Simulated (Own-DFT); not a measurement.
# Around an empty site: 2H SiC, 71 atoms (C35Si36), with one C vacancy

These are calculations, not measurements. The program, named Own-DFT, is a retired in-house plane-wave density functional code that no person has reviewed. Each row is one single-point run on a periodic cell that was not relaxed, without spin or spin-orbit coupling.

Settings of every run: PBE; PseudoDojo norm-conserving scalar-relativistic files; cutoff 42 hartree; 4 x 4 x 3 k mesh centred on Gamma; Fermi-Dirac smearing of 0.1 eV.

Known limits: not probed for a lower state with spin; forces on such cells moved up to 12 meV/angstrom on a denser k mesh; stress not checked against mesh or cutoff.

Cell vectors in Å: (9.248, 0.000, 0.000); (-4.624, 8.009, 0.000); (0.000, 0.000, 10.068). Every atom was also moved at random, by a Gaussian of width 0.03 Å on each axis. The defect's site can differ from row to row. The empty site has 4 nearest neighbours, all Si. For each, d is its distance from the empty site and R the part of its force along the line away from it, positive outwards. The last column is the rms force component on atoms over 4.5 Å away.

```
run,d1 (Å),d2 (Å),d3 (Å),d4 (Å),R1 (eV/Å),R2 (eV/Å),R3 (eV/Å),R4 (eV/Å),far F (eV/Å)
1,1.868,1.868,1.899,1.903,-0.48,-0.40,-0.70,-0.37,0.77
2,1.851,1.868,1.908,1.938,-0.37,-0.38,-0.60,-0.82,1.17
3,1.838,1.861,1.887,1.916,0.43,-0.44,-0.37,-0.71,0.90
4,1.870,1.890,1.902,1.906,-0.64,-0.25,-0.57,-0.66,0.80
5,1.898,1.898,1.906,1.907,-0.89,-0.20,-0.48,-0.50,0.84
6,1.864,1.917,1.921,1.922,-0.21,-0.52,-0.73,-0.84,0.94
7,1.848,1.889,1.898,1.925,0.16,-0.59,-0.93,-0.79,0.94
8,1.866,1.868,1.895,1.935,-0.46,-0.49,-0.39,-0.88,0.88
9,1.873,1.885,1.903,1.906,?,?,?,?,?
```

## Worked fit

A straight line through the 32 neighbours shown gives R = -0.50 - 8.1 (d - 1.892) eV/Å, with a scatter of 0.20 left by the moves of the other atoms. The slope, with an error of 1.4, is the pull back towards the neighbour's own site. The constant, -0.50 ± 0.04 eV/Å, is the force at the mean distance: with one bond gone, the neighbours are pushed inwards, towards the empty site. It shows how a relaxation would start, not where it would end, and it depends somewhat on the width of the random moves.

## Withheld run

Question: what mean R should the neighbours of run 9 feel? Their mean d is 1.892 Å.

The line gives -0.50 ± 0.06 eV/Å, by the scatter of the means of the runs shown. The calculation gave R = -0.41, -0.21, -0.89, -0.49, a mean of -0.50 eV/Å.
